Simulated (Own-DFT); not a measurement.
AlN (wurtzite, strained, atoms displaced), InP (zincblende, atoms displaced) (calculated)

Computed with Own-DFT development build. A calculation, not a measurement: plane-wave PBE density functional theory by an unreviewed code, no spin, of a simulated periodic cell, stress positive in tension, free energy of the whole cell less one offset for each atom, forces on such cells moved up to 12 meV/angstrom on a denser k mesh; offsets are fitted by least squares, one for each functional and potential file, so energies compare only between cells with the same atoms and settings and are not formation energies; the far tail of each file's local potential was reset to the Coulomb form; each entry is a single point on an unrelaxed cell, so the pressure reflects the starting lattice, mostly measured values (interpolated for alloys), from which strain is counted, and rises with the displacements; printed positions are rounded, which can move forces by about a meV/angstrom; the program, named Own-DFT, is a retired in-house code; no spin-orbit coupling; before rounding, a Quantum ESPRESSO 7.3.1 run of the same cell and cutoff gave forces within 1 meV/angstrom rms on each cell, which checks the program and not the settings.

Settings shared by all entries: functional PBE; potential files PseudoDojo norm-conserving, scalar-relativistic, standard set; occupations Fermi-Dirac; smearing width 0.1 eV.

(1) AlN (wurtzite, strained, atoms displaced)

```cif
# cell vector a (Å): 9.3107 -0.1288 0.0067
# cell vector b (Å): -4.7669 8.1391 0.0999
# cell vector c (Å): 0.0071 0.1272 10.0362
data_AlN
_symmetry_space_group_name_H-M 'P 1'
_symmetry_Int_Tables_number 1
_cell_length_a 9.3116
_cell_length_b 9.4328
_cell_length_c 10.0370
_cell_angle_alpha 88.787
_cell_angle_beta 89.928
_cell_angle_gamma 121.147
_cell_volume 754.27
loop_
_atom_site_label
_atom_site_type_symbol
_atom_site_fract_x
_atom_site_fract_y
_atom_site_fract_z
_atom_site_occupancy
Al1 Al 0.11236 0.22104 0.99268 1
Al2 Al 0.20966 0.10746 0.24421 1
N1 N 0.11513 0.23040 0.19528 1
N2 N 0.22221 0.10611 0.44687 1
Al3 Al 0.10478 0.21029 0.50428 1
Al4 Al 0.21011 0.11105 0.75027 1
N3 N 0.10684 0.22486 0.68945 1
N4 N 0.22363 0.11636 0.93336 1
Al5 Al 0.11179 0.55735 0.99868 1
Al6 Al 0.21818 0.43874 0.24994 1
N5 N 0.10957 0.55876 0.18538 1
N6 N 0.23056 0.44814 0.43996 1
Al7 Al 0.10830 0.55056 0.50568 1
Al8 Al 0.22660 0.45139 0.74984 1
N7 N 0.11708 0.56384 0.69053 1
N8 N 0.21639 0.44976 0.94067 1
Al9 Al 0.10731 0.89492 0.00714 1
Al10 Al 0.21991 0.77546 0.25041 1
N9 N 0.10802 0.88921 0.18458 1
N10 N 0.21446 0.76619 0.44771 1
Al11 Al 0.10592 0.88383 0.50473 1
Al12 Al 0.21987 0.77731 0.74596 1
N11 N 0.11226 0.88612 0.69189 1
N12 N 0.21944 0.77270 0.93845 1
Al13 Al 0.44687 0.22283 0.99316 1
Al14 Al 0.55475 0.10058 0.25026 1
N13 N 0.45274 0.22302 0.20039 1
N14 N 0.55601 0.10666 0.44387 1
Al15 Al 0.45097 0.22789 0.50064 1
Al16 Al 0.55680 0.11667 0.74677 1
N15 N 0.44612 0.23077 0.69428 1
N16 N 0.54244 0.10067 0.93559 1
Al17 Al 0.43572 0.56108 0.00092 1
Al18 Al 0.55899 0.44640 0.23979 1
N17 N 0.45041 0.55838 0.19016 1
N18 N 0.55561 0.44349 0.43612 1
Al19 Al 0.44699 0.55745 0.50576 1
Al20 Al 0.55769 0.44907 0.75193 1
N19 N 0.43780 0.54643 0.68130 1
N20 N 0.55144 0.44376 0.94825 1
Al21 Al 0.44303 0.87556 0.00021 1
Al22 Al 0.55692 0.76697 0.25464 1
N21 N 0.44221 0.89248 0.18934 1
N22 N 0.54322 0.77356 0.43852 1
Al23 Al 0.44306 0.89463 0.50132 1
Al24 Al 0.55807 0.77747 0.74066 1
N23 N 0.44934 0.88880 0.69075 1
N24 N 0.55703 0.78032 0.94279 1
Al25 Al 0.77552 0.21336 0.00282 1
Al26 Al 0.88829 0.10918 0.24904 1
N25 N 0.79457 0.22954 0.18923 1
N26 N 0.88301 0.11634 0.45244 1
Al27 Al 0.77730 0.22913 0.50494 1
Al28 Al 0.88559 0.11309 0.74855 1
N27 N 0.77326 0.22289 0.69529 1
N28 N 0.88936 0.11317 0.93622 1
Al29 Al 0.77027 0.55536 0.00514 1
Al30 Al 0.88635 0.45104 0.23902 1
N29 N 0.77615 0.55400 0.19423 1
N30 N 0.90515 0.45179 0.43796 1
Al31 Al 0.78207 0.55421 0.49629 1
Al32 Al 0.88119 0.43830 0.75155 1
N31 N 0.78127 0.55703 0.69404 1
N32 N 0.88940 0.44560 0.93828 1
Al33 Al 0.78065 0.89698 0.99492 1
Al34 Al 0.90422 0.78225 0.25752 1
N33 N 0.77688 0.88692 0.19688 1
N34 N 0.90178 0.77705 0.43522 1
Al35 Al 0.78220 0.89305 0.50484 1
Al36 Al 0.88677 0.78163 0.74389 1
N35 N 0.78463 0.89199 0.68022 1
N36 N 0.90113 0.78535 0.93967 1
```

```
wave cutoff                       : 42 hartree
k mesh                            : 3 x 3 x 2 centred on Gamma
free energy of cell above offsets : -30.333 eV
pressure                          : 4.88 GPa
stress xx                         : -5.29 GPa
stress yy                         : -6.37 GPa
stress zz                         : -2.97 GPa
stress yz                         : 2.81 GPa
stress xz                         : -0.34 GPa
stress xy                         : -4.48 GPa
```

Force:
```csv
element,x (eV/Å),y (eV/Å),z (eV/Å)
Al,-0.234,0.992,0.888
Al,2.385,0.954,1.632
N,-0.024,-2.062,-1.856
N,-0.701,0.069,-0.9
Al,0.533,2.025,-0.928
Al,1.664,-0.129,-0.992
N,0.228,0.2,0.841
N,-0.423,-0.271,1.498
Al,-1.191,-0.013,-0.043
Al,-0.143,2.315,1.093
N,0.878,-0.032,0.43
N,-1.122,-1.321,0.219
Al,2.28,0.284,-0.296
Al,-1.419,-0.755,-0.101
N,-0.329,-1.884,0.364
N,1.223,-0.964,-0.499
Al,2.37,-0.427,-2.482
Al,0.19,-0.073,0.6
N,1.412,0.78,1.389
N,-0.199,2.169,-1.202
Al,2.346,0.613,0.109
Al,0.548,0.433,1.225
N,-0.879,1.022,-0.202
N,-0.329,1.261,0.129
Al,0.221,-0.901,1.334
Al,-0.068,1.932,0.387
N,-1.052,-0.841,-1.769
N,-0.435,1.682,-0.464
Al,-0.549,-0.773,-0.185
Al,-1.406,-1.452,0.789
N,0.01,-0.772,-0.443
N,1.307,0.732,0.774
Al,1.522,-0.8,0.447
Al,-1.208,-1.041,1.86
N,-0.94,-0.863,-0.754
N,0.403,1.12,0.246
Al,0.097,-0.816,-2.931
Al,-0.168,-0.468,0.21
N,1.305,1.7,3.025
N,-0.873,1.025,-1.121
Al,-2.146,1.61,-0.074
Al,-1.409,1.234,-0.029
N,1.263,-1.624,-0.072
N,1.631,1.034,1.138
Al,0.231,-2.056,0.118
Al,-0.631,-0.31,0.702
N,-0.319,0.518,-0.179
N,0.974,-0.421,-1.625
Al,-1.14,1.23,-0.767
Al,-0.201,0.2,1.295
N,-1.631,-1.073,0.034
N,0.797,-0.774,-1.523
Al,0.419,-0.099,-0.656
Al,-0.148,0.063,-0.415
N,1.112,0.291,-0.88
N,-0.002,-0.015,0.066
Al,1.673,0.702,-0.919
Al,1.729,-1.147,1.549
N,0.48,1.868,-0.921
N,-3.074,-1.51,-0.496
Al,-0.046,-0.384,0.176
Al,0.907,1.535,0.491
N,-0.559,0.319,-0.997
N,-1.017,-0.792,0.874
Al,1.015,-1.638,1.327
Al,-2.823,-1.243,-1.548
N,1.223,0.527,-0.933
N,-2.643,-0.113,1.634
Al,-0.769,-0.757,-3.297
Al,1.476,-0.843,1.432
N,-0.658,-0.106,2.692
N,-2.943,-0.874,-0.52
```

(2) AlN (wurtzite, strained, atoms displaced)

```cif
# cell vector a (Å): 9.4810 -0.1517 0.0124
# cell vector b (Å): -4.8719 8.3099 -0.0439
# cell vector c (Å): 0.0133 -0.0464 9.7908
data_AlN
_symmetry_space_group_name_H-M 'P 1'
_symmetry_Int_Tables_number 1
_cell_length_a 9.4822
_cell_length_b 9.6328
_cell_length_c 9.7909
_cell_angle_alpha 90.535
_cell_angle_beta 89.843
_cell_angle_gamma 121.299
_cell_volume 764.13
loop_
_atom_site_label
_atom_site_type_symbol
_atom_site_fract_x
_atom_site_fract_y
_atom_site_fract_z
_atom_site_occupancy
Al1 Al 0.10156 0.21136 0.00405 1
Al2 Al 0.21849 0.12499 0.24642 1
N1 N 0.11462 0.21737 0.19406 1
N2 N 0.22839 0.11189 0.44029 1
Al3 Al 0.11066 0.21846 0.49630 1
Al4 Al 0.21641 0.10923 0.74900 1
N3 N 0.10812 0.21117 0.70483 1
N4 N 0.21730 0.10804 0.93336 1
Al5 Al 0.12563 0.56058 0.00279 1
Al6 Al 0.21463 0.43726 0.25439 1
N5 N 0.11555 0.55480 0.19001 1
N6 N 0.22069 0.44857 0.43571 1
Al7 Al 0.10956 0.55755 0.50213 1
Al8 Al 0.20915 0.44444 0.74445 1
N7 N 0.10305 0.54428 0.69571 1
N8 N 0.21836 0.44078 0.94897 1
Al9 Al 0.12033 0.89925 0.99530 1
Al10 Al 0.21992 0.78066 0.24230 1
N9 N 0.10424 0.89123 0.19865 1
N10 N 0.21499 0.77653 0.44790 1
Al11 Al 0.11482 0.88652 0.50135 1
Al12 Al 0.22613 0.78033 0.74911 1
N11 N 0.10521 0.87917 0.68604 1
N12 N 0.21888 0.78109 0.94609 1
Al13 Al 0.45115 0.22723 0.99399 1
Al14 Al 0.55267 0.12137 0.24628 1
N13 N 0.44584 0.22274 0.19489 1
N14 N 0.54886 0.11532 0.45111 1
Al15 Al 0.44914 0.22276 0.49455 1
Al16 Al 0.55705 0.11417 0.75273 1
N15 N 0.45109 0.21810 0.69452 1
N16 N 0.56426 0.11025 0.93840 1
Al17 Al 0.45266 0.55925 0.00224 1
Al18 Al 0.56609 0.45106 0.24896 1
N17 N 0.44497 0.55250 0.19021 1
N18 N 0.54648 0.44749 0.44333 1
Al19 Al 0.44447 0.54870 0.50379 1
Al20 Al 0.55559 0.44262 0.75905 1
N19 N 0.45121 0.55278 0.69240 1
N20 N 0.55821 0.44142 0.92818 1
Al21 Al 0.43823 0.88367 0.00063 1
Al22 Al 0.55974 0.77348 0.24157 1
N21 N 0.43299 0.87740 0.19009 1
N22 N 0.56111 0.78392 0.43651 1
Al23 Al 0.44979 0.89003 0.50539 1
Al24 Al 0.55286 0.77520 0.74206 1
N23 N 0.45370 0.88909 0.69232 1
N24 N 0.55117 0.78384 0.94223 1
Al25 Al 0.77884 0.22454 0.00633 1
Al26 Al 0.90121 0.11449 0.25328 1
N25 N 0.77437 0.22076 0.19710 1
N26 N 0.88603 0.10887 0.43734 1
Al27 Al 0.77883 0.22041 0.49806 1
Al28 Al 0.88927 0.10839 0.75144 1
N27 N 0.78049 0.22285 0.69682 1
N28 N 0.89037 0.11308 0.94729 1
Al29 Al 0.77226 0.54539 0.00380 1
Al30 Al 0.88361 0.44032 0.25715 1
N29 N 0.77794 0.55249 0.19463 1
N30 N 0.89780 0.45559 0.43685 1
Al31 Al 0.77904 0.56718 0.49265 1
Al32 Al 0.89618 0.44408 0.75710 1
N31 N 0.76611 0.55409 0.68295 1
N32 N 0.89306 0.44522 0.93814 1
Al33 Al 0.77056 0.88397 0.99506 1
Al34 Al 0.87966 0.77038 0.25043 1
N33 N 0.77651 0.89385 0.18411 1
N34 N 0.88576 0.77773 0.44300 1
Al35 Al 0.77618 0.89073 0.50584 1
Al36 Al 0.89295 0.78805 0.74203 1
N35 N 0.77429 0.89099 0.69075 1
N36 N 0.88287 0.76599 0.93125 1
```

```
wave cutoff                       : 42 hartree
k mesh                            : 3 x 3 x 2 centred on Gamma
free energy of cell above offsets : -28.899 eV
pressure                          : 2.51 GPa
stress xx                         : -0.45 GPa
stress yy                         : 4.18 GPa
stress zz                         : -11.27 GPa
stress yz                         : -0.69 GPa
stress xz                         : 0.43 GPa
stress xy                         : -3.55 GPa
```

Force:
```csv
element,x (eV/Å),y (eV/Å),z (eV/Å)
Al,1.109,1.598,-1.344
Al,3.702,-3.094,1.401
N,-2.1,1.91,-0.531
N,-1.489,0.058,0.336
Al,0.464,0.264,0.919
Al,2.011,-0.339,-1.291
N,-0.7,1.765,-2.515
N,0.548,0.937,2.225
Al,-1.536,-0.621,-0.453
Al,0.45,1.596,-2.239
N,-0.814,-0.36,1.053
N,0.13,-0.928,2.795
Al,0.465,0.366,-0.58
Al,3.05,-1.238,1.751
N,0.717,2.483,-0.996
N,0.981,-0.047,-0.949
Al,-1.543,-1.935,0.983
Al,-0.808,-0.706,1.508
N,0.625,0.387,-1.263
N,1.645,-0.025,-0.578
Al,-0.782,0.63,-1.601
Al,-0.452,-0.396,-0.129
N,1.107,1.488,1.378
N,0.462,-0.3,-1.023
Al,-0.192,-1.184,-0.069
Al,1.042,-2.597,1.108
N,-0.915,1.172,-1.373
N,2.318,-0.948,-1.758
Al,-1.255,1.139,1.633
Al,0.752,-0.247,-1.081
N,-1.769,0.228,-0.083
N,-1.648,-0.123,1.76
Al,-1.072,-0.575,-1.408
Al,-2.433,-1.201,0.808
N,0.663,-0.376,0.448
N,2.093,-0.835,-1.289
Al,-1.106,1.521,-0.785
Al,0.296,-0.155,-6.155
N,-1.938,-0.141,0.568
N,-0.63,0.206,6.615
Al,0.533,1.233,-0.117
Al,-1.713,0.714,0.865
N,1.36,1.837,0.38
N,-0.533,-0.911,0.838
Al,-0.764,-0.086,-1.952
Al,0.291,-0.421,1.252
N,-1.31,-0.099,0.689
N,0.55,-1.508,-0.605
Al,0.911,0.053,-1.036
Al,-2.418,-1.343,-1.431
N,0.78,0.302,0.271
N,0.419,0.363,1.533
Al,-0.628,0.862,0.521
Al,-1.314,0.389,0.627
N,0.779,-0.157,-0.91
N,-1.041,-0.983,-0.31
Al,1.28,1.35,-1.835
Al,1.235,0.643,-2.251
N,0.565,0.131,-0.298
N,-1.305,-1.398,1.962
Al,0.203,-2.045,1.446
Al,-3.038,-0.498,-1.808
N,1.856,0.597,0.844
N,-0.298,-0.074,2.754
Al,1.167,0.575,-0.475
Al,0.154,1.839,-0.405
N,1.255,-0.525,0.989
N,-0.309,1.4,-0.292
Al,0.363,-0.291,-1.873
Al,-0.846,-2.732,0.279
N,0.744,0.263,0.844
N,-0.375,1.14,1.708
```

(3) InP (zincblende, atoms displaced)

```cif
# cell vector a (Å): 11.7374 0.0000 0.0000
# cell vector b (Å): 0.0000 11.7374 0.0000
# cell vector c (Å): 0.0000 0.0000 11.7374
data_InP
_symmetry_space_group_name_H-M 'P 1'
_symmetry_Int_Tables_number 1
_cell_length_a 11.7374
_cell_length_b 11.7374
_cell_length_c 11.7374
_cell_angle_alpha 90.000
_cell_angle_beta 90.000
_cell_angle_gamma 90.000
_cell_volume 1617.02
loop_
_atom_site_label
_atom_site_type_symbol
_atom_site_fract_x
_atom_site_fract_y
_atom_site_fract_z
_atom_site_occupancy
In1 In 0.99535 0.00648 0.00175 1
In2 In 0.99844 0.24678 0.25132 1
In3 In 0.24583 0.00394 0.24037 1
In4 In 0.23400 0.24812 0.00173 1
P1 P 0.11300 0.12577 0.12760 1
P2 P 0.11157 0.37771 0.36502 1
P3 P 0.37981 0.13015 0.38179 1
P4 P 0.37560 0.37686 0.11172 1
In5 In 0.00387 0.00058 0.48998 1
In6 In 0.01010 0.25581 0.75948 1
In7 In 0.25090 0.00447 0.77222 1
In8 In 0.25178 0.23921 0.50651 1
P5 P 0.12033 0.11718 0.63498 1
P6 P 0.12629 0.37360 0.88729 1
P7 P 0.37970 0.12366 0.87148 1
P8 P 0.37369 0.37150 0.61025 1
In9 In 0.99814 0.50667 0.00052 1
In10 In 0.00245 0.75247 0.26694 1
In11 In 0.25052 0.51075 0.26071 1
In12 In 0.26150 0.74591 0.98962 1
P9 P 0.13690 0.62652 0.12917 1
P10 P 0.12396 0.88335 0.38031 1
P11 P 0.37557 0.62377 0.37283 1
P12 P 0.38524 0.86256 0.12395 1
In13 In 0.00268 0.50298 0.50863 1
In14 In 0.99225 0.73736 0.74338 1
In15 In 0.25299 0.50550 0.76522 1
In16 In 0.23613 0.75455 0.49965 1
P13 P 0.12647 0.62896 0.62340 1
P14 P 0.12450 0.85868 0.87615 1
P15 P 0.37899 0.63224 0.88927 1
P16 P 0.36505 0.86648 0.62560 1
In17 In 0.49167 0.99523 0.98713 1
In18 In 0.51235 0.24290 0.27835 1
In19 In 0.75355 0.99042 0.24949 1
In20 In 0.74942 0.25220 0.99600 1
P17 P 0.62265 0.11548 0.11544 1
P18 P 0.63707 0.36740 0.36505 1
P19 P 0.87882 0.11777 0.37292 1
P20 P 0.87714 0.38371 0.12464 1
In21 In 0.49680 0.00480 0.51518 1
In22 In 0.49478 0.27629 0.75463 1
In23 In 0.75921 0.00337 0.75295 1
In24 In 0.75891 0.25909 0.49935 1
P21 P 0.62694 0.11799 0.63094 1
P22 P 0.61710 0.36758 0.87185 1
P23 P 0.87185 0.13950 0.86120 1
P24 P 0.86620 0.36982 0.62924 1
In25 In 0.49692 0.49487 0.98276 1
In26 In 0.47927 0.74593 0.25913 1
In27 In 0.76168 0.49514 0.26057 1
In28 In 0.74325 0.75130 0.99391 1
P25 P 0.61337 0.62307 0.12491 1
P26 P 0.62314 0.86600 0.37250 1
P27 P 0.87577 0.62930 0.38913 1
P28 P 0.87683 0.86834 0.13538 1
In29 In 0.50832 0.49658 0.49770 1
In30 In 0.50205 0.74548 0.74536 1
In31 In 0.74375 0.50849 0.76577 1
In32 In 0.75702 0.74541 0.50046 1
P29 P 0.61812 0.61558 0.63786 1
P30 P 0.63678 0.89269 0.85965 1
P31 P 0.87900 0.63165 0.88721 1
P32 P 0.87588 0.88032 0.62889 1
```

```
wave cutoff                       : 36 hartree
k mesh                            : 3 x 3 x 3 centred on Gamma
free energy of cell above offsets : -27.821 eV
pressure                          : 4.52 GPa
stress xx                         : -4.78 GPa
stress yy                         : -4.6 GPa
stress zz                         : -4.19 GPa
stress yz                         : -0.19 GPa
stress xz                         : -0.5 GPa
stress xy                         : -0.37 GPa
```

Force:
```csv
element,x (eV/Å),y (eV/Å),z (eV/Å)
In,-0.616,-1.132,-0.697
In,-0.932,0.42,-0.168
In,1.069,-0.424,0.28
In,2.133,-0.748,0.95
P,0.781,-0.142,-0.337
P,1.331,0.11,1.443
P,-1.037,-1.559,-0.259
P,-0.329,-0.636,1.631
In,-0.787,0.513,1.942
In,-0.301,0.23,-1.38
In,-0.876,-1.468,-1.512
In,-1.651,0.244,-0.391
P,0.432,0.26,-0.283
P,-0.52,1.506,-1.168
P,-0.343,1.906,0.497
P,-0.245,1.24,1.211
In,1,-0.079,1.048
In,0.216,-0.522,-1.224
In,-0.17,-1.976,-1.364
In,-2.151,1.537,2.465
P,-1.144,0.707,-0.311
P,1.094,-0.404,-1.29
P,-0.645,-0.515,2.722
P,-1.457,1.823,-0.816
In,-0.484,-1.07,-0.114
In,0.194,1.1,0.15
In,0.099,-0.211,-0.958
In,1.29,-0.262,-0.26
P,0.263,-1.067,0.848
P,-0.649,1.139,0.017
P,1.365,-1.2,-2.96
P,0.349,0.798,0.578
In,1.032,-0.362,0.914
In,-0.893,-0.576,-3.564
In,-0.98,0.477,-0.049
In,-0.168,-0.199,0.925
P,0.206,0.472,0.952
P,0.297,1.565,1.782
P,-0.874,0.825,-0.017
P,-0.087,-1.079,-0.3
In,0.097,-1.249,-0.66
In,-1.129,-2.862,-2.173
In,0.601,0.982,-1.471
In,-0.763,-2.072,-0.13
P,0.122,1.848,-0.024
P,2.289,1.43,1.31
P,0.585,-0.641,1.592
P,1.388,1.612,1.29
In,0.564,-0.027,1.953
In,2.742,0.427,-0.721
In,-0.452,1.521,-1.103
In,-0.662,0.637,1.195
P,0.678,-0.232,0.064
P,-0.38,0.405,0.758
P,0.832,-1.234,-1.069
P,0.31,-0.184,-1.292
In,-0.066,-0.09,-0.456
In,-0.551,1.289,0.565
In,0.831,-0.859,-0.196
In,-1.753,1.263,1.279
P,0.966,0.277,-1.443
P,-1.911,-2.475,1.578
P,-0.603,-0.4,-1.023
P,0.452,-0.606,-0.762
```
